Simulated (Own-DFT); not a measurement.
Hf36O71 (tetragonal hafnia with one neutral oxygen vacancy, atoms displaced) (calculated)

A calculation, not a measurement: plane-wave PBE and HSE06 DFT by an unreviewed code, no spin, of a simulated cell at Gamma alone, so results move with cell size and shape, stress positive in tension, energies less offsets, not probed for a lower state with spin; hafnium file: forces about 75 meV/angstrom off all-electron values; oxygen file: force components 24 meV/angstrom off all-electron in a glass; k mesh not checked against a denser one; forces and stress are PBE's, HSE06 gives the energy alone, and its difference from PBE has offsets of its own; offsets are fitted by least squares, one for each functional and potential file, so energies compare only between cells with the same atoms and settings and are not formation energies; the far tail of each file's local potential was reset to the Coulomb form; each entry is a single point on an unrelaxed cell, so the pressure reflects the starting lattice, taken from the Materials Project, from which strain is counted, and rises with the displacements; printed positions are rounded, which can move forces by about a meV/angstrom; the program is a retired in-house code; no spin-orbit coupling. Program: Own-DFT development build.

Common to all runs: first functional PBE; second functional HSE06; exact exchange share 0.25; screening 0.11 1/bohr; exchange divergence Gygi-Baldereschi; potential files PseudoDojo norm-conserving, scalar-relativistic, made for PBE, standard set; wave cutoff 48 hartree; occupations fixed; k mesh 1 x 1 x 1 centred on Gamma.

(1) Hf36O71 (tetragonal hafnia with one neutral oxygen vacancy, atoms displaced)

```xyz
107
Lattice="10.7800 0.0000 0.0000 0.0000 10.7800 0.0000 0.0000 0.0000 10.4493" Properties=species:S:1:pos:R:3 Hf36O71
Hf     0.0645     0.0230    10.3847
Hf     1.6880     1.6638     2.5096
O      0.0623     1.7497     1.5999
O      1.7117    10.7185     3.7592
O      0.1808     1.7138     4.3476
O      1.8444    10.7155     1.0829
Hf    10.5761    10.6651     5.2341
Hf     1.8978     1.8028     7.8381
O      0.0432     1.8023     6.9514
O      1.8888    10.6685     8.8723
O     10.7502     1.8565     9.3956
O      1.6780     0.0036     6.2258
Hf     0.0628     3.5748    10.3800
Hf     1.7302     5.3457     2.4680
O      0.0345     5.4305     1.5344
O      1.8165     3.6257     3.6578
O      0.0888     5.3546     4.2043
O      1.7999     3.7061     1.0120
Hf     0.0498     3.5913     5.2171
Hf     1.7965     5.3135     8.0311
O     10.7590     5.3929     6.7912
O      1.7922     3.6225     8.8814
O     10.6630     5.4207     9.5030
O      1.8378     3.4944     6.0493
Hf     0.0624     7.1085    10.2904
Hf     1.8374     9.1423     2.4456
O     10.7515     9.0702     1.7100
O      1.8564     7.1117     3.6537
O      0.0163     8.9825     4.3317
O      1.8324     7.2883     1.0529
Hf    10.7212     7.2439     5.2681
Hf     1.7705     9.0332     7.8542
O      0.0904     8.9998     6.8629
O      1.9111     7.2447     9.0171
O     10.7494     8.9970     9.4119
O      1.7947     7.2013     6.1272
Hf     3.6591    10.6715     0.0414
Hf     5.3822     1.6655     2.4615
O      3.6335     1.7656     1.5843
O      5.3127     0.0394     3.6611
O      3.5503     1.7605     4.2429
O      5.4551     0.1239     0.9577
Hf     3.4694    10.6666     5.2629
Hf     5.5492     1.9068     7.8725
O      3.6078     1.8633     6.8352
O      5.4230     0.0429     8.9201
O      3.5307     1.8313     9.4189
O      5.5262     0.1614     6.2482
Hf     3.4130     3.5500    10.4247
Hf     5.3754     5.3483     2.7740
O      3.6574     5.3753     1.5586
O      5.4672     3.6090     3.6565
O      3.5548     5.3541     4.1001
O      5.2816     3.4442     1.0560
Hf     3.6167     3.6614     5.1769
Hf     5.5028     5.4055     7.7577
O      3.7217     5.4714     6.9387
O      5.3693     3.4644     8.8740
O      3.4374     5.4279     9.4241
O      5.5396     3.5332     6.1895
Hf     3.4396     7.2561    10.4145
Hf     5.5407     9.0173     2.5856
O      3.5586     8.8672     1.6796
O      5.3467     7.0445     3.6834
O      3.5705     8.9343     4.2052
O      5.3499     7.2159     0.9828
Hf     3.5852     7.2364     5.1922
Hf     5.4303     9.0367     7.9435
O      5.4074     7.1960     8.8628
O      3.6246     8.9941     9.3496
O      5.2840     7.1667     6.2465
Hf     7.1293     0.0461     0.0907
Hf     8.9553     1.8457     2.4524
O      7.1768     1.6466     1.6865
O      9.0172    10.7596     3.5375
O      7.1067     1.7354     4.2757
O      9.0718    10.7758     1.0317
Hf     7.0102    10.7305     5.1811
Hf     8.9933     1.8426     7.6872
O      7.2029     1.8151     6.7732
O      8.9047     0.0351     8.7944
O      7.1912     1.9466     9.3696
O      9.0176     0.0434     6.2656
Hf     7.2293     3.6059     0.0106
Hf     8.9083     5.3231     2.6315
O      7.2099     5.3019     1.6255
O      9.0074     3.8016     3.6451
O      7.1984     5.3374     4.2470
O      9.0463     3.5757     0.9579
Hf     7.2878     3.6363     5.1293
Hf     9.0288     5.3206     7.9362
O      7.2699     5.5180     6.7971
O      9.1222     3.5653     8.6799
O      7.1463     5.4077     9.3399
O      9.0590     3.4916     6.1920
Hf     7.3035     7.1268     0.0985
Hf     9.0193     9.0138     2.7217
O      7.0663     9.0667     1.5272
O      9.0223     7.2398     3.6088
O      7.2195     8.9463     4.1451
O      9.0727     7.2042     0.8995
Hf     7.2825     7.1107     5.2506
Hf     9.1315     9.0277     7.9065
O      7.1092     9.0018     6.7901
O      9.0745     7.2351     8.8768
O      7.1398     8.9851     9.4114
O      9.0718     7.1513     6.3197
```

| Property | Result |
| --- | --- |
| PBE energy of cell above offsets | -86.914 eV |
| HSE06 less PBE above offsets | 0.597 eV |
| PBE pressure | 6.29 GPa |
| PBE stress xx | -7.01 GPa |
| PBE stress yy | -5.54 GPa |
| PBE stress zz | -6.33 GPa |
| PBE stress yz | -0.45 GPa |
| PBE stress xz | 1.5 GPa |
| PBE stress xy | 0.29 GPa |

Force:
| element | x (eV/Å) | y (eV/Å) | z (eV/Å) |
| --- | --- | --- | --- |
| Hf | -1.59 | -0.434 | 0.167 |
| Hf | 4.537 | 1.22 | 6.158 |
| O | -2.653 | 0.58 | -1.992 |
| O | 0.993 | 0.208 | -2.41 |
| O | -1.488 | 0.992 | -1.523 |
| O | -0.245 | 0.908 | -1.261 |
| Hf | 3.895 | 2.675 | -0.509 |
| Hf | 0.363 | -1.408 | -1.875 |
| O | 0.549 | 0.264 | -0.504 |
| O | -0.789 | 2.523 | 1.271 |
| O | 0.844 | -1.457 | 1.473 |
| O | 1.005 | -0.353 | 1.15 |
| Hf | -0.671 | 0.067 | 0.742 |
| Hf | 2.758 | 1.587 | 4.329 |
| O | -2.286 | -0.253 | -0.798 |
| O | -0.535 | -1.173 | -2.404 |
| O | -1.058 | 0.97 | 0.036 |
| O | -2.036 | -1.377 | -0.03 |
| Hf | 1.389 | 0.168 | -0.868 |
| Hf | 2.136 | 3.563 | -4.138 |
| O | 0.815 | -0.633 | 1.859 |
| O | -0.961 | -1.698 | 0.717 |
| O | 0.923 | -2.874 | -2.349 |
| O | -0.07 | 0.676 | 3.253 |
| Hf | -0.324 | 3.3 | 3.746 |
| Hf | -1.743 | -3.435 | 4.862 |
| O | 0.259 | 0.127 | -1.118 |
| O | -0.562 | 1.031 | -1.709 |
| O | -1.275 | -0.964 | -1.642 |
| O | -2.308 | -0.303 | -0.357 |
| Hf | 3.203 | -2.695 | -1.448 |
| Hf | 2.44 | -1.07 | -1.832 |
| O | -1.893 | -0.275 | -0.318 |
| O | -2.488 | -0.535 | -2.192 |
| O | 0.25 | 0.642 | 0.275 |
| O | -0.096 | 0.402 | 2.196 |
| Hf | -0.307 | 1.705 | -2.031 |
| Hf | -2.132 | 3.451 | 3.853 |
| O | -2.784 | -0.829 | -0.7 |
| O | 0.816 | -2.063 | -0.898 |
| O | 0.223 | 0.14 | -0.07 |
| O | -2.777 | -0.917 | 1.927 |
| Hf | 0.218 | 2.137 | -0.214 |
| Hf | -1.521 | -2.572 | -2.59 |
| O | 0.349 | -0.288 | 0.715 |
| O | -0.113 | 0.517 | 0.568 |
| O | -0.998 | -1.732 | 0.671 |
| O | -4.051 | -0.977 | 1.1 |
| Hf | 4.942 | 1.492 | 0.511 |
| Hf | -2.379 | -0.406 | -2.804 |
| O | -0.758 | -0.132 | -0.136 |
| O | 0.192 | -1.467 | -0.106 |
| O | 1.058 | 0.144 | 1.25 |
| O | 2.286 | 0.105 | -1.262 |
| Hf | 0.644 | -1.981 | -0.811 |
| Hf | -0.852 | 0.769 | 1.018 |
| O | -2.92 | -1.477 | -0.67 |
| O | -0.225 | 4.553 | 0.976 |
| O | -0.197 | -1.238 | 0.606 |
| O | -0.721 | 1.143 | 0.716 |
| Hf | 4.117 | -1.941 | 1.304 |
| Hf | -3.748 | -2.84 | 2.525 |
| O | 3.367 | 1.859 | -2.264 |
| O | 1.21 | 3.159 | 0.152 |
| O | 0.485 | 1.583 | 0.333 |
| O | 1.653 | 0.45 | 0.288 |
| Hf | -1.319 | -1.905 | -0.886 |
| Hf | 0.397 | -1.398 | -0.982 |
| O | -0.085 | -0.466 | -0.757 |
| O | 0.217 | 0.592 | 0.79 |
| O | 2.49 | 0.369 | 0.04 |
| Hf | 3.708 | -1.318 | -4.073 |
| Hf | 1.021 | -1.436 | 2.612 |
| O | 1.847 | 0.676 | -1.985 |
| O | 0.16 | 2.105 | 0.896 |
| O | 1.457 | 1.276 | -1.544 |
| O | -0.906 | 1.036 | -0.858 |
| Hf | 2.406 | 0.39 | 0.465 |
| Hf | -0.194 | -1.677 | 0.124 |
| O | 1.203 | 0.166 | 0.314 |
| O | 0.738 | 0.208 | 0.866 |
| O | 0.825 | -1.406 | 1.444 |
| O | -2.76 | -0.533 | 0.599 |
| Hf | -3.475 | 0.975 | -0.462 |
| Hf | 2.71 | 4.326 | -1.266 |
| O | -0.439 | 0.224 | -0.922 |
| O | -0.128 | -5.553 | 0.366 |
| O | 0.528 | 2.609 | -1.334 |
| O | -0.316 | -0.799 | 0.526 |
| Hf | -1.568 | -3.573 | 1.837 |
| Hf | -0.201 | 2.826 | -2.762 |
| O | 0.539 | -0.524 | -0.361 |
| O | -0.253 | 0.247 | 2.653 |
| O | 1.226 | -1.292 | 1.4 |
| O | -1.12 | 0.433 | 0.03 |
| Hf | -3.43 | 1.317 | -2.089 |
| Hf | 0.277 | -0.378 | -2.049 |
| O | 3.8 | 0.25 | -0.778 |
| O | -0.638 | -1.871 | 0.682 |
| O | -0.701 | -0.326 | -0.384 |
| O | -0.206 | 0.128 | 1.515 |
| Hf | -1.515 | 1.376 | 1.276 |
| Hf | -2.83 | 0.083 | -0.656 |
| O | 1.522 | -0.466 | -0.09 |
| O | -0.166 | -0.99 | -0.154 |
| O | 0.57 | 0.07 | 1.305 |
| O | -1.751 | 0.923 | -0.257 |

(2) Hf36O71 (tetragonal hafnia with one neutral oxygen vacancy, atoms displaced)

```xyz
107
Lattice="10.7800 0.0000 0.0000 0.0000 10.7800 0.0000 0.0000 0.0000 10.4493" Properties=species:S:1:pos:R:3 Hf36O71
Hf     0.0939    10.7424     0.0576
Hf     1.7732     1.8959     2.6422
O     10.7524     1.8597     1.5913
O      1.9147     0.0415     3.5498
O      0.0262     1.8878     4.0966
O      1.8650     0.0333     1.0903
Hf    10.7601    10.6728     5.1517
Hf     1.7566     1.8105     7.8693
O      0.0322     1.8012     6.8739
O      1.8537     0.0707     8.8214
O     10.6732     1.9163     9.3966
O      1.8663    10.7326     6.2594
Hf    10.7629     3.5663    10.4201
Hf     1.8826     5.5444     2.7302
O      0.0756     5.2812     1.6928
O      1.8142     3.6261     3.5488
O     10.7604     5.4075     4.1488
O      1.8913     3.5705     1.0235
Hf    10.7763     3.5563     5.1252
Hf     1.8480     5.4327     7.7665
O      0.1362     5.4276     6.7974
O      1.9571     3.6773     8.8667
O     10.7294     5.3305     9.5111
O      1.8135     3.5463     6.1823
Hf    10.7730     7.1684     0.0452
Hf     1.8903     8.9689     2.5414
O     10.7759     9.0172     1.6319
O      1.8326     7.2791     3.6449
O      0.1350     8.9130     4.2561
O      1.7803     7.1870     1.1415
Hf    10.6631     7.2149     5.0503
Hf     1.8566     8.9822     7.8273
O     10.7764     9.0049     6.8239
O      1.9323     7.1253     8.8001
O     10.6758     9.0717     9.4474
O      1.7152     7.0927     6.2788
Hf     3.6634     0.0515     0.0713
Hf     5.4407     1.7765     2.6583
O      3.6474     1.7846     1.5282
O      5.3628    10.7313     3.5102
O      3.5628     1.8536     4.2749
O      5.4959     0.1176     0.9379
Hf     3.4568    10.7503     5.3346
Hf     5.3873     1.9123     7.7543
O      3.5454     1.7896     6.8930
O      5.3395     0.0349     8.8068
O      3.5423     1.6985     9.5208
O      5.2540    10.6868     6.2570
Hf     3.6088     3.4707    10.4090
Hf     5.3842     5.4307     2.4726
O      3.5563     5.3550     1.6491
O      5.3565     3.5802     3.5848
O      3.6146     5.4217     4.2425
O      5.3835     3.5101     1.0780
Hf     3.4826     3.6175     5.0501
Hf     5.4275     5.4364     7.8495
O      3.6757     5.4537     6.8159
O      5.5868     3.6493     8.8831
O      3.6089     5.4009     9.4110
O      5.3467     3.4219     6.1548
Hf     3.5431     7.1970    10.4431
Hf     5.4774     8.9783     2.6576
O      3.5263     9.0617     1.5766
O      5.5145     7.2646     3.8259
O      3.6862     8.9788     4.1863
O      5.2952     7.1896     0.9585
Hf     3.6500     7.1768     5.2086
Hf     5.4763     8.8253     7.8097
O      3.6553     8.8217     6.8255
O      5.4596     7.1052     8.8314
O      3.5459     9.1942     9.5360
O      5.4092     7.2813     6.2316
Hf     7.2843    10.7132    10.2976
Hf     9.0498     1.8405     2.4732
O      7.1622     1.8176     1.7204
O      8.8711     0.0262     3.6554
O      7.1717     1.8320     4.1509
O      8.8882    10.6950     0.9736
Hf     7.2378     0.0400     5.2305
Hf     9.0669     1.8372     7.8341
O      7.2069     1.6384     6.8674
O      9.0587    10.6928     8.8429
O      9.0347    10.6519     6.2428
Hf     7.2558     3.4359    10.3670
Hf     8.9729     5.4440     2.5600
O      7.1005     5.3886     1.5982
O      8.8807     3.5904     3.6834
O      7.2549     5.5508     4.1946
O      9.1196     3.6069     1.1374
Hf     6.9708     3.5741     5.2886
Hf     9.1003     5.4490     7.8917
O      7.1645     5.4949     6.9082
O      8.9072     3.6429     8.8332
O      7.2126     5.4989     9.3584
O      8.9679     3.6142     6.3044
Hf     7.1857     7.1665    10.4306
Hf     8.8451     9.0003     2.7316
O      7.1395     8.9262     1.6613
O      9.0945     7.1907     3.7482
O      7.2816     8.9097     4.2852
O      8.9176     7.1840     1.1657
Hf     7.1321     7.2123     5.2981
Hf     8.8865     8.9636     7.8324
O      7.1340     8.7603     7.0732
O      8.9430     7.2014     9.0990
O      7.1275     8.9052     9.4056
O      9.1022     7.3104     6.2780
```

| Item | Value |
| --- | --- |
| PBE energy of cell above offsets | -90.850 eV |
| HSE06 less PBE above offsets | 0.371 eV |
| PBE pressure | 4.69 GPa |
| PBE stress xx | -4.86 GPa |
| PBE stress yy | -4.26 GPa |
| PBE stress zz | -4.96 GPa |
| PBE stress yz | -1.65 GPa |
| PBE stress xz | 1.76 GPa |
| PBE stress xy | -0.23 GPa |

Force:
| element | x (eV/Å) | y (eV/Å) | z (eV/Å) |
| --- | --- | --- | --- |
| Hf | -0.328 | 0.01 | -0.005 |
| Hf | 1.678 | -1.591 | -2.014 |
| O | 1.8 | -1.019 | -1.435 |
| O | -0.93 | -0.34 | 1.344 |
| O | -0.031 | -2.331 | 0.462 |
| O | -1.969 | 0.13 | -1.033 |
| Hf | 0.942 | 0.342 | 1.107 |
| Hf | 1.653 | 1.142 | 0.403 |
| O | -0.364 | -0.394 | -1.589 |
| O | -1.725 | -0.928 | 0.438 |
| O | 0.511 | -2.083 | -0.217 |
| O | -3.977 | -0.288 | 1.144 |
| Hf | 2.219 | 0.952 | 2.232 |
| Hf | -1.471 | -1.376 | -1.61 |
| O | -0.335 | 1.253 | -0.762 |
| O | 0.294 | 1.344 | 1.587 |
| O | 0.47 | -1.038 | 0.342 |
| O | -1.363 | -0.799 | -0.741 |
| Hf | -1.358 | 2.019 | 1.317 |
| Hf | 1.307 | -0.445 | -0.482 |
| O | -2.949 | -0.981 | 0.713 |
| O | -0.971 | -1.503 | -0.575 |
| O | -0.156 | 1.686 | -0.929 |
| O | -0.591 | 0.244 | -0.29 |
| Hf | -1.079 | 0.787 | 0.655 |
| Hf | -1.232 | 1.66 | 1.126 |
| O | -0.458 | 0.159 | -0.047 |
| O | 0.399 | -0.577 | 0.822 |
| O | -0.52 | 3.659 | -1.572 |
| O | 0.068 | -0.035 | -1.407 |
| Hf | 2.256 | -2.414 | 3.828 |
| Hf | -0.44 | -0.21 | -0.371 |
| O | 0.819 | 0.814 | 0.371 |
| O | -0.888 | 1.971 | 1.774 |
| O | 1.589 | -2.189 | 0.612 |
| O | 1.485 | 0.975 | -1.232 |
| Hf | 0.997 | 0.367 | 1.138 |
| Hf | -1.407 | 0.128 | -1.362 |
| O | -0.607 | 0.226 | 1.842 |
| O | 0.989 | 0.415 | 1.243 |
| O | -0.024 | -1.676 | -0.766 |
| O | 0.741 | -0.83 | 0.108 |
| Hf | 3.868 | 0.184 | -3.222 |
| Hf | -1.1 | -3.056 | 1.267 |
| O | 0.168 | -0.029 | -0.033 |
| O | 1.535 | 0.377 | -0.605 |
| O | 0.329 | 2.728 | -2.131 |
| O | 2.545 | 0.238 | -0.962 |
| Hf | -0.492 | 0.997 | 1.284 |
| Hf | -0.247 | -0.791 | 1.883 |
| O | 0.6 | 0.797 | -0.578 |
| O | 0.361 | 1.705 | 0.925 |
| O | -0.275 | 0.443 | -1.354 |
| O | 0.942 | 0.79 | -1.489 |
| Hf | 0.422 | -0.396 | 2.04 |
| Hf | -0.737 | -0.544 | 0.789 |
| O | 0.024 | -0.411 | -0.583 |
| O | -0.052 | -1.508 | -0.342 |
| O | 0.884 | 0.004 | 0.935 |
| O | -2.254 | 0.33 | 1.909 |
| Hf | -0.495 | 0.084 | -0.773 |
| Hf | -3.19 | -0.182 | 0.233 |
| O | 3.027 | -0.775 | -0.101 |
| O | -1.014 | -0.873 | -2.288 |
| O | -0.811 | -0.044 | 0.522 |
| O | 0.725 | -0.07 | 0.939 |
| Hf | -1.468 | 1.598 | 1.274 |
| Hf | -5.149 | 3.082 | 2.336 |
| O | -1.696 | 0.318 | 0.266 |
| O | -0.94 | 1.437 | 1.061 |
| O | -0.322 | -4.819 | -1.686 |
| O | -0.504 | -0.671 | 1.074 |
| Hf | -2.248 | 1.383 | 0.202 |
| Hf | -2.342 | 1.123 | 2.647 |
| O | 2.106 | 0.772 | -2.396 |
| O | 1.066 | 0.023 | 0.226 |
| O | -0.742 | -1.022 | 2.222 |
| O | 1.836 | 0.513 | 0.863 |
| Hf | -1.496 | 1.274 | -0.359 |
| Hf | -0.724 | -0.129 | 0.374 |
| O | 0.148 | 0.329 | -0.36 |
| O | -1.414 | 1.892 | -0.343 |
| O | -1.226 | 0.271 | -0.495 |
| Hf | -1.081 | 1.251 | 1.162 |
| Hf | 0.169 | -1.251 | 1.561 |
| O | 1.723 | 0.207 | -0.98 |
| O | 0.784 | 0.07 | -0.952 |
| O | -0.448 | -2.065 | 0.569 |
| O | -2.448 | -0.034 | -1.514 |
| Hf | 5.47 | 1.238 | -3.495 |
| Hf | -0.574 | 0.059 | -0.93 |
| O | 1.014 | -0.445 | -1.41 |
| O | -0.475 | -0.547 | 0.866 |
| O | 0.395 | -1.878 | 1.327 |
| O | -0.092 | -0.34 | -0.307 |
| Hf | 0.011 | -0.928 | 0.566 |
| Hf | 1.327 | -0.818 | -1.608 |
| O | 1.185 | -0.153 | -0.623 |
| O | -0.803 | 0.803 | -1.72 |
| O | 0.215 | 2.355 | -0.158 |
| O | 1.133 | -0.36 | -0.38 |
| Hf | 1.372 | -2.012 | -0.024 |
| Hf | 4.001 | -0.682 | 0.965 |
| O | 2.971 | 0.585 | -4.41 |
| O | 1.277 | 0.126 | -1.7 |
| O | 0.178 | 0.92 | 0.75 |
| O | -1.997 | -0.717 | 1.106 |
